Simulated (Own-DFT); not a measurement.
# How strain changes the stress of wurtzite AlGaN with randomly placed atoms, 96 atoms (Al12Ga36N48)

These are calculations, not measurements. The program, named Own-DFT, is a retired in-house plane-wave density functional code that no person has reviewed. Each row is one single-point run on a periodic cell that was not relaxed, without spin or spin-orbit coupling.

Settings of every run: PBE; PseudoDojo norm-conserving scalar-relativistic files (stringent for Ga); cutoff 96 hartree; 3 x 4 x 3 k mesh centred on Gamma; Gaussian smearing of 0.01 eV.

Known limits: k mesh not checked against a denser one; stress not checked against mesh or cutoff.

Unstrained cell vectors in Å: (12.679, 0.000, 0.000); (-4.755, 8.235, 0.000); (0.000, 0.000, 10.268). The unstrained cell has measured lattice constants (interpolated for alloys), not those of this functional. That, the random moves and any unrelaxed bonds set the pressure at no strain. Each run strains this cell uniformly, with the atoms carried along. Every atom was also moved at random, by a Gaussian of width 0.05 Å on each axis. The random placing of the alloy's atoms differs from row to row. Strain is the symmetric tensor, in per cent. Stress is positive in tension, and the pressure is minus a third of its trace.

| run | e_xx (%) | e_yy (%) | e_zz (%) | s_xx (GPa) | s_yy (GPa) | s_zz (GPa) | P (GPa) | E (meV/atom) |
|---|---|---|---|---|---|---|---|---|
| 1 | 1.75 | 1.75 | 0.00 | 2.88 | 1.34 | -4.90 | 0.22 | 2.6 |
| 2 | -3.00 | -3.00 | 0.00 | -25.79 | -26.35 | -11.88 | 21.34 | 75.0 |
| 3 | 0.25 | 0.25 | 0.00 | -5.27 | -7.43 | -6.70 | 6.46 | 20.6 |
| 4 | 1.25 | 1.25 | 0.00 | -1.11 | 0.00 | -6.32 | 2.48 | 14.9 |
| 5 | 3.00 | 3.00 | 0.00 | 7.29 | 6.59 | -3.62 | -3.42 | 19.0 |
| 6 | 2.50 | 2.50 | 0.00 | 5.81 | 5.62 | -4.62 | -2.27 | 0.0 |
| 7 | 0.50 | 0.50 | 0.00 | -4.71 | -3.21 | -7.31 | 5.08 | 13.1 |
| 8 | -0.50 | -0.50 | 0.00 | -10.63 | -10.58 | -8.55 | 9.92 | 39.8 |
| 9 | 2.75 | 2.75 | 0.00 | ? | ? | ? | ? | ? |

E is the free energy for each atom above the lowest run shown.

## Worked fit

The change of volume is close to e_xx + e_yy + e_zz. A straight line through the runs shown gives P = 8.06 - 209 x (fractional change of volume) GPa, with an error of 8 on the slope and a scatter of 0.81 GPa. The strain isn't the same on all axes and the cell isn't cubic, so the slope belongs to this path and is not the bulk modulus.

## Withheld run

Question: what pressure should run 9 give? Its volume changes by 5.58 %.

The line gives -3.6 GPa. The calculation gave -2.97 GPa.
